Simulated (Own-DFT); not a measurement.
SiSnGe₆ (diamond-structure random alloy, strained, atoms displaced), Si₂SnGe₅ (diamond-structure random alloy, strained, atoms displaced) (calculated)

A calculation, not a measurement: plane-wave density functional theory by an unreviewed code, no spin, of a simulated periodic cell, stress positive in tension, run twice, with PBE and with PBEsol, both on files made for PBE, so the change isn't that of files made for PBEsol, forces on such cells moved up to 12 meV/angstrom on a denser k mesh; the far tail of each file's local potential was reset to the Coulomb form; each entry is a single point on an unrelaxed cell, so the pressure reflects the starting lattice, mostly measured values (interpolated for alloys), from which strain is counted, and rises with the displacements; printed positions are rounded, which can move forces by about a meV/angstrom; the program, named Own-DFT, is a retired in-house code; no spin-orbit coupling; stress was not checked against mesh or cutoff. Program: Own-DFT development build.

Settings shared by all entries: functional PBE, then PBEsol; potential files PseudoDojo norm-conserving, scalar-relativistic, standard set; wave cutoff 49 hartree; occupations Fermi-Dirac; smearing width 0.1 eV; k mesh 3 x 3 x 3 centred on Gamma.

```json
{"entry": 1, "formula": "SiSnGe6", "kind": "diamond-structure random alloy, strained, atoms displaced", "structure": {"cell_angstrom": [[11.295, 0.0, 0.0], [0.0, 11.295, 0.0], [0.0, 0.0, 11.467]], "atoms_fractional": [["Ge", 0.00401, 0.99769, 0.99915], ["Ge", 0.00322, 0.25593, 0.24991], ["Ge", 0.25545, 0.00224, 0.24769], ["Sn", 0.24705, 0.2516, 0.99799], ["Ge", 0.1296, 0.12155, 0.12592], ["Sn", 0.12692, 0.37865, 0.36786], ["Ge", 0.37193, 0.11836, 0.37854], ["Ge", 0.37443, 0.36902, 0.1256], ["Ge", 0.00263, 0.99769, 0.50424], ["Si", 0.99258, 0.24914, 0.75048], ["Ge", 0.24945, 0.00544, 0.7508], ["Ge", 0.25581, 0.24915, 0.4943], ["Ge", 0.11806, 0.11569, 0.62879], ["Si", 0.12691, 0.38365, 0.87332], ["Ge", 0.37674, 0.12223, 0.88183], ["Ge", 0.37554, 0.36636, 0.62873], ["Ge", 0.99895, 0.50419, 0.99699], ["Sn", 0.00027, 0.75255, 0.25151], ["Ge", 0.24818, 0.49913, 0.24895], ["Ge", 0.24646, 0.74552, 0.9992], ["Sn", 0.12761, 0.61846, 0.12491], ["Ge", 0.12452, 0.86858, 0.36721], ["Ge", 0.3736, 0.62782, 0.36944], ["Ge", 0.37273, 0.86722, 0.12092], ["Ge", 0.00056, 0.49794, 0.50035], ["Ge", 0.00148, 0.75058, 0.75108], ["Ge", 0.25507, 0.50019, 0.75138], ["Ge", 0.25368, 0.74334, 0.49834], ["Ge", 0.12467, 0.6301, 0.62193], ["Ge", 0.12578, 0.87295, 0.88158], ["Ge", 0.36847, 0.62537, 0.87933], ["Ge", 0.37488, 0.86688, 0.6223], ["Ge", 0.49855, 0.9989, 0.0004], ["Ge", 0.50044, 0.24645, 0.24874], ["Si", 0.7544, 0.00418, 0.24965], ["Ge", 0.74774, 0.25029, 0.99766], ["Ge", 0.63125, 0.11493, 0.11823], ["Ge", 0.63019, 0.37449, 0.37156], ["Ge", 0.8719, 0.11753, 0.36972], ["Ge", 0.86887, 0.38032, 0.12819], ["Ge", 0.49795, 0.00119, 0.50355], ["Ge", 0.4999, 0.24853, 0.74988], ["Sn", 0.75007, 0.99321, 0.75351], ["Sn", 0.74228, 0.24403, 0.50797], ["Ge", 0.63129, 0.11622, 0.62475], ["Ge", 0.62186, 0.3771, 0.87431], ["Ge", 0.87494, 0.12838, 0.87365], ["Ge", 0.87725, 0.37201, 0.62746], ["Ge", 0.49546, 0.49998, 0.99567], ["Ge", 0.50636, 0.74758, 0.24946], ["Sn", 0.75315, 0.50346, 0.24759], ["Ge", 0.75332, 0.74393, 0.99646], ["Ge", 0.63168, 0.62302, 0.11645], ["Ge", 0.62442, 0.8702, 0.37004], ["Si", 0.87704, 0.62661, 0.37396], ["Ge", 0.87614, 0.87554, 0.11541], ["Ge", 0.50344, 0.49865, 0.505], ["Ge", 0.50596, 0.76153, 0.76065], ["Ge", 0.74878, 0.50716, 0.75427], ["Si", 0.74296, 0.75394, 0.50005], ["Sn", 0.62573, 0.62706, 0.62457], ["Si", 0.6256, 0.87797, 0.86945], ["Si", 0.87453, 0.62738, 0.8699], ["Si", 0.87705, 0.88042, 0.61959]]}, "results": {"PBE_pressure [GPa]": 7.48, "PBE_stress_xx [GPa]": -7.69, "PBE_stress_yy [GPa]": -7.8, "PBE_stress_zz [GPa]": -6.95, "PBE_stress_yz [GPa]": 0.08, "PBE_stress_xz [GPa]": -0.65, "PBE_stress_xy [GPa]": -1.11, "PBEsol_pressure [GPa]": 4.54, "PBEsol_stress_xx [GPa]": -4.76, "PBEsol_stress_yy [GPa]": -4.86, "PBEsol_stress_zz [GPa]": -4.01, "PBEsol_stress_yz [GPa]": 0.09, "PBEsol_stress_xz [GPa]": -0.6, "PBEsol_stress_xy [GPa]": -1.07, "force_element": ["Ge", "Ge", "Ge", "Sn", "Ge", "Sn", "Ge", "Ge", "Ge", "Si", "Ge", "Ge", "Ge", "Si", "Ge", "Ge", "Ge", "Sn", "Ge", "Ge", "Sn", "Ge", "Ge", "Ge", "Ge", "Ge", "Ge", "Ge", "Ge", "Ge", "Ge", "Ge", "Ge", "Ge", "Si", "Ge", "Ge", "Ge", "Ge", "Ge", "Ge", "Ge", "Sn", "Sn", "Ge", "Ge", "Ge", "Ge", "Ge", "Ge", "Sn", "Ge", "Ge", "Ge", "Si", "Ge", "Ge", "Ge", "Ge", "Si", "Sn", "Si", "Si", "Si"], "PBE_force_x [eV/angstrom]": [-0.317, -1.845, -0.401, -0.577, -1.451, 0.068, 0.927, 1.137, -0.285, 1.482, 0.391, -0.587, 0.443, -1.566, 0.745, 0.016, -1.356, -2.098, 3.369, 0.769, 0.021, 2.297, 0.734, 0.534, -1.049, -0.551, -0.76, -0.5, 0.095, 0.268, 1.072, -0.019, 0.472, 0.363, -0.543, 0.195, -0.294, -2.076, 1.328, 2.145, 0.25, 0.489, 1.374, 1.656, -3.308, 0.195, 0.949, 0.235, 0.107, -0.483, -0.567, -0.24, -1.848, 0.583, -0.623, -1.218, -1.63, -1.686, 1.346, 2.403, -0.376, -0.895, 0.46, 0.233], "PBE_force_y [eV/angstrom]": [0.773, -2.191, -1.014, 0.298, -0.359, -0.496, 0.511, 1.397, -0.564, 0.483, -1.25, -0.841, 1.963, -0.201, -0.272, 0.706, -1.259, -0.217, 0.128, 1.055, -0.023, 2.423, -0.959, 0.383, 1.217, 0.465, 0.007, 0.721, -0.892, 0.278, 0.466, 0.871, -1.09, -0.451, -1.549, 0.276, 0.774, -0.219, 0.576, -2.211, -0.88, -0.846, 0.334, 1.059, -0.313, -0.108, 0.52, 1.015, -0.113, -0.281, 0.982, 1.064, 0.682, 1.342, 0.315, 0.844, -1.218, -0.953, -1.538, 0.743, 0.921, -1.139, -0.195, -1.95], "PBE_force_z [eV/angstrom]": [0.035, -1.594, 0.092, -0.498, 0.828, 1.958, -0.457, 0.992, -1.433, 0.253, 0.197, 1.491, 0.044, -1.119, -1.612, -0.509, -1.431, -0.555, -0.372, -0.548, -0.812, 2.566, 0.391, 0.418, 0.676, -0.373, -0.624, -0.432, 0.487, -1.107, -0.726, 0.708, -0.217, 0.108, -0.825, 0.272, 0.899, 0.384, 0.313, -2.337, -0.376, 0.248, -0.489, -1.783, 1.129, -0.195, 0.946, 0.845, 0.755, -0.964, 1.399, -0.919, -0.552, 0.466, 2.591, 0.32, -1.726, -0.339, 0.653, -1.177, 0.661, 3.18, 0.315, -0.519], "PBEsol_force_x [eV/angstrom]": [-0.303, -1.788, -0.398, -0.505, -1.398, 0.066, 0.896, 1.097, -0.238, 1.418, 0.369, -0.551, 0.449, -1.504, 0.723, 0.029, -1.308, -1.98, 3.262, 0.75, 0.024, 2.23, 0.701, 0.515, -0.987, -0.468, -0.698, -0.485, 0.099, 0.255, 1.035, -0.007, 0.429, 0.344, -0.533, 0.186, -0.325, -2.02, 1.327, 2.083, 0.238, 0.466, 1.347, 1.611, -3.216, 0.185, 0.877, 0.193, 0.108, -0.476, -0.587, -0.239, -1.785, 0.5, -0.579, -1.145, -1.575, -1.683, 1.261, 2.285, -0.408, -0.886, 0.449, 0.268], "PBEsol_force_y [eV/angstrom]": [0.729, -2.118, -0.981, 0.243, -0.351, -0.481, 0.501, 1.351, -0.508, 0.443, -1.212, -0.817, 1.852, -0.162, -0.266, 0.682, -1.213, -0.169, 0.128, 1.025, -0.023, 2.35, -0.925, 0.378, 1.157, 0.454, 0.043, 0.695, -0.864, 0.268, 0.442, 0.848, -1.018, -0.422, -1.515, 0.263, 0.788, -0.221, 0.597, -2.144, -0.853, -0.807, 0.43, 1.031, -0.298, -0.106, 0.47, 1.01, -0.108, -0.265, 0.902, 1.033, 0.665, 1.29, 0.276, 0.791, -1.182, -0.967, -1.523, 0.731, 0.84, -1.121, -0.193, -1.874], "PBEsol_force_z [eV/angstrom]": [0.041, -1.549, 0.09, -0.426, 0.801, 1.893, -0.443, 0.962, -1.41, 0.22, 0.194, 1.439, 0.015, -1.068, -1.564, -0.493, -1.316, -0.581, -0.362, -0.534, -0.795, 2.487, 0.381, 0.403, 0.679, -0.362, -0.62, -0.42, 0.466, -1.065, -0.696, 0.683, -0.187, 0.104, -0.808, 0.266, 0.827, 0.378, 0.35, -2.265, -0.363, 0.244, -0.493, -1.734, 1.087, -0.191, 0.949, 0.78, 0.726, -0.924, 1.303, -0.822, -0.536, 0.441, 2.512, 0.277, -1.671, -0.386, 0.603, -1.159, 0.692, 3.123, 0.313, -0.483], "rms_change_of_force_components_from_PBE_to_PBEsol [eV/angstrom]": 0.044}}
{"entry": 2, "formula": "Si2SnGe5", "kind": "diamond-structure random alloy, strained, atoms displaced", "structure": {"cell_angstrom": [[11.5244, 0.0, 0.0], [0.0, 11.5244, 0.0], [0.0, 0.0, 11.4103]], "atoms_fractional": [["Ge", 0.99038, 0.99666, 0.99791], ["Ge", 0.98964, 0.25293, 0.25466], ["Ge", 0.24892, 0.99755, 0.24973], ["Ge", 0.25403, 0.24701, 0.00152], ["Sn", 0.11726, 0.12436, 0.1319], ["Si", 0.12302, 0.38805, 0.37358], ["Si", 0.37401, 0.12315, 0.37586], ["Ge", 0.37384, 0.38404, 0.12178], ["Si", 0.99995, 0.01005, 0.50037], ["Si", 0.99748, 0.25557, 0.75196], ["Ge", 0.25133, 0.00017, 0.74697], ["Si", 0.25261, 0.2498, 0.50028], ["Si", 0.11517, 0.12684, 0.62206], ["Ge", 0.12957, 0.37476, 0.87354], ["Ge", 0.37258, 0.12574, 0.86411], ["Ge", 0.37257, 0.37967, 0.6232], ["Ge", 0.0022, 0.49423, 0.99764], ["Ge", 0.00199, 0.75119, 0.25485], ["Sn", 0.24824, 0.49951, 0.25583], ["Ge", 0.24972, 0.75443, 0.99752], ["Ge", 0.1275, 0.63474, 0.13162], ["Ge", 0.12393, 0.87628, 0.37622], ["Si", 0.37644, 0.63405, 0.374], ["Ge", 0.37352, 0.87481, 0.12853], ["Ge", 0.00459, 0.49873, 0.49651], ["Ge", 0.00548, 0.75062, 0.75326], ["Sn", 0.2512, 0.5064, 0.74504], ["Sn", 0.25812, 0.75555, 0.50168], ["Ge", 0.12813, 0.63012, 0.62578], ["Si", 0.12555, 0.87933, 0.87638], ["Si", 0.37329, 0.62627, 0.87881], ["Ge", 0.37405, 0.87741, 0.63225], ["Ge", 0.5014, 0.99663, 0.00293], ["Ge", 0.50897, 0.24406, 0.25134], ["Ge", 0.75137, 0.99678, 0.25185], ["Ge", 0.75007, 0.25356, 0.99712], ["Ge", 0.61961, 0.12037, 0.12527], ["Sn", 0.63117, 0.37199, 0.37477], ["Ge", 0.86595, 0.12887, 0.37634], ["Si", 0.87744, 0.37533, 0.12682], ["Si", 0.50093, 0.00142, 0.49557], ["Si", 0.49753, 0.24254, 0.75007], ["Sn", 0.7534, 0.99288, 0.745], ["Ge", 0.74014, 0.25001, 0.50031], ["Ge", 0.62552, 0.11726, 0.62859], ["Sn", 0.6236, 0.37445, 0.87025], ["Si", 0.87197, 0.12723, 0.87546], ["Ge", 0.86742, 0.38182, 0.62697], ["Ge", 0.49153, 0.49865, 0.00284], ["Ge", 0.49712, 0.75255, 0.24991], ["Si", 0.74608, 0.51186, 0.2471], ["Ge", 0.7531, 0.75247, 0.00194], ["Ge", 0.62641, 0.62323, 0.12977], ["Sn", 0.63144, 0.86287, 0.37539], ["Ge", 0.87677, 0.62851, 0.3701], ["Ge", 0.87459, 0.86726, 0.13028], ["Ge", 0.49812, 0.50039, 0.50372], ["Si", 0.50183, 0.74967, 0.74783], ["Ge", 0.75508, 0.49894, 0.75055], ["Ge", 0.74717, 0.74806, 0.49725], ["Ge", 0.62856, 0.6222, 0.62007], ["Ge", 0.62428, 0.8782, 0.87939], ["Ge", 0.87145, 0.61784, 0.87699], ["Si", 0.87892, 0.86772, 0.62776]]}, "results": {"PBE_pressure [GPa]": 3.06, "PBE_stress_xx [GPa]": -2.83, "PBE_stress_yy [GPa]": -2.77, "PBE_stress_zz [GPa]": -3.59, "PBE_stress_yz [GPa]": 0.12, "PBE_stress_xz [GPa]": -0.04, "PBE_stress_xy [GPa]": 0.43, "PBEsol_pressure [GPa]": 0.54, "PBEsol_stress_xx [GPa]": -0.3, "PBEsol_stress_yy [GPa]": -0.25, "PBEsol_stress_zz [GPa]": -1.05, "PBEsol_stress_yz [GPa]": 0.11, "PBEsol_stress_xz [GPa]": -0.05, "PBEsol_stress_xy [GPa]": 0.41, "force_element": ["Ge", "Ge", "Ge", "Ge", "Sn", "Si", "Si", "Ge", "Si", "Si", "Ge", "Si", "Si", "Ge", "Ge", "Ge", "Ge", "Ge", "Sn", "Ge", "Ge", "Ge", "Si", "Ge", "Ge", "Ge", "Sn", "Sn", "Ge", "Si", "Si", "Ge", "Ge", "Ge", "Ge", "Ge", "Ge", "Sn", "Ge", "Si", "Si", "Si", "Sn", "Ge", "Ge", "Sn", "Si", "Ge", "Ge", "Ge", "Si", "Ge", "Ge", "Sn", "Ge", "Ge", "Ge", "Si", "Ge", "Ge", "Ge", "Ge", "Ge", "Si"], "PBE_force_x [eV/angstrom]": [-0.105, 0.02, 0.865, 0.195, 0.092, -1.019, 0.144, 0.524, -0.607, -0.139, -1.502, -0.845, 0.838, -0.677, 0.352, 1.105, 0.002, -0.002, 0.995, -0.054, -0.798, -0.777, 1.554, -0.003, -0.718, -0.422, 0.101, -0.758, -2.003, -0.07, 1.152, 2.117, -0.892, -2.266, 0.412, 1.059, 1.195, -0.83, 0.529, -0.881, -0.726, -0.311, 0.674, 1.837, -1.806, -0.969, 0.879, 1.306, 0.638, -0.626, 1.783, -0.633, -0.827, -1.71, -0.325, 0.237, -0.493, -0.037, -0.425, 2.772, -0.356, -0.71, 0.791, 1.156], "PBE_force_y [eV/angstrom]": [-0.353, 1.375, -0.225, 0.638, 0.111, -3.3, 0.108, -2.356, -1.071, -0.577, 0.311, 0.077, 0.677, -1.031, -0.194, -2.148, 0.391, 0.304, 1.273, -0.025, -0.124, 1.255, -1.09, 0.105, 0.681, -0.007, -0.258, -0.209, 0.23, 0.108, 1.13, 0.961, 0.361, -0.306, 0.827, -1.155, 0.122, 2.102, -0.408, 0.659, 0.302, 0.101, 0.261, -1.473, 1.331, 0.028, 0.72, -1.285, 1.535, -1.378, -0.979, -0.688, 0.618, 2.347, -0.687, 0.687, 0.808, -0.244, 1.363, -1.583, 0.237, -1.482, 0.847, -0.355], "PBE_force_z [eV/angstrom]": [-0.611, 0.886, 1.177, -0.585, -0.846, 1.515, 0.163, 0.218, -0.067, -0.081, 0.068, -0.408, 0.391, 0.42, 1.211, -0.566, 0.827, -0.201, -0.429, -0.064, -1.516, -0.005, 0.025, -0.523, 0.667, 0.259, 1.276, -0.311, -0.861, -0.116, 0.148, 0.271, -0.447, -0.714, -1.017, 1.507, -0.31, -0.911, 0.536, -0.127, 0.778, -1.414, 0.954, 2.212, -1.366, 0.064, 0.072, -0.786, -0.284, -0.874, -0.227, -0.119, -0.989, -0.423, 0.443, -0.196, -0.628, 0.786, -0.68, 2.256, 0.947, 0.099, 0.194, -1.671], "PBEsol_force_x [eV/angstrom]": [-0.1, 0.017, 0.809, 0.187, 0.092, -1.032, 0.141, 0.513, -0.617, -0.136, -1.382, -0.802, 0.867, -0.637, 0.297, 1.078, 0.022, -0.003, 0.98, -0.051, -0.772, -0.72, 1.53, -0.003, -0.732, -0.402, 0.061, -0.787, -1.935, -0.067, 1.098, 1.985, -0.844, -2.151, 0.399, 0.972, 1.142, -0.844, 0.483, -0.834, -0.669, -0.304, 0.564, 1.783, -1.692, -0.892, 0.824, 1.23, 0.634, -0.569, 1.724, -0.61, -0.845, -1.627, -0.287, 0.226, -0.45, -0.01, -0.404, 2.657, -0.32, -0.662, 0.768, 1.106], "PBEsol_force_y [eV/angstrom]": [-0.349, 1.27, -0.258, 0.636, 0.098, -3.207, 0.105, -2.275, -1.069, -0.494, 0.294, 0.121, 0.649, -0.96, -0.225, -2.011, 0.399, 0.288, 1.262, -0.024, -0.111, 1.186, -1.065, 0.103, 0.708, -0.067, -0.292, -0.162, 0.221, 0.103, 1.078, 0.94, 0.344, -0.287, 0.796, -1.115, 0.121, 1.987, -0.364, 0.613, 0.259, 0.097, 0.27, -1.433, 1.291, 0.057, 0.676, -1.21, 1.448, -1.305, -0.922, -0.664, 0.645, 2.242, -0.623, 0.668, 0.759, -0.21, 1.315, -1.573, 0.203, -1.403, 0.809, -0.383], "PBEsol_force_z [eV/angstrom]": [-0.532, 0.862, 1.112, -0.578, -0.819, 1.468, 0.087, 0.189, -0.143, -0.071, 0.068, -0.368, 0.426, 0.438, 1.202, -0.549, 0.759, -0.197, -0.511, 0.01, -1.459, -0.048, 0.023, -0.503, 0.674, 0.238, 1.196, -0.254, -0.825, -0.109, 0.18, 0.261, -0.423, -0.718, -0.983, 1.452, -0.291, -0.839, 0.486, -0.152, 0.798, -1.385, 0.94, 2.13, -1.328, 0.105, 0.109, -0.769, -0.235, -0.878, -0.199, -0.105, -0.986, -0.445, 0.455, -0.19, -0.569, 0.736, -0.667, 2.151, 0.878, 0.126, 0.185, -1.613], "rms_change_of_force_components_from_PBE_to_PBEsol [eV/angstrom]": 0.049}}
```
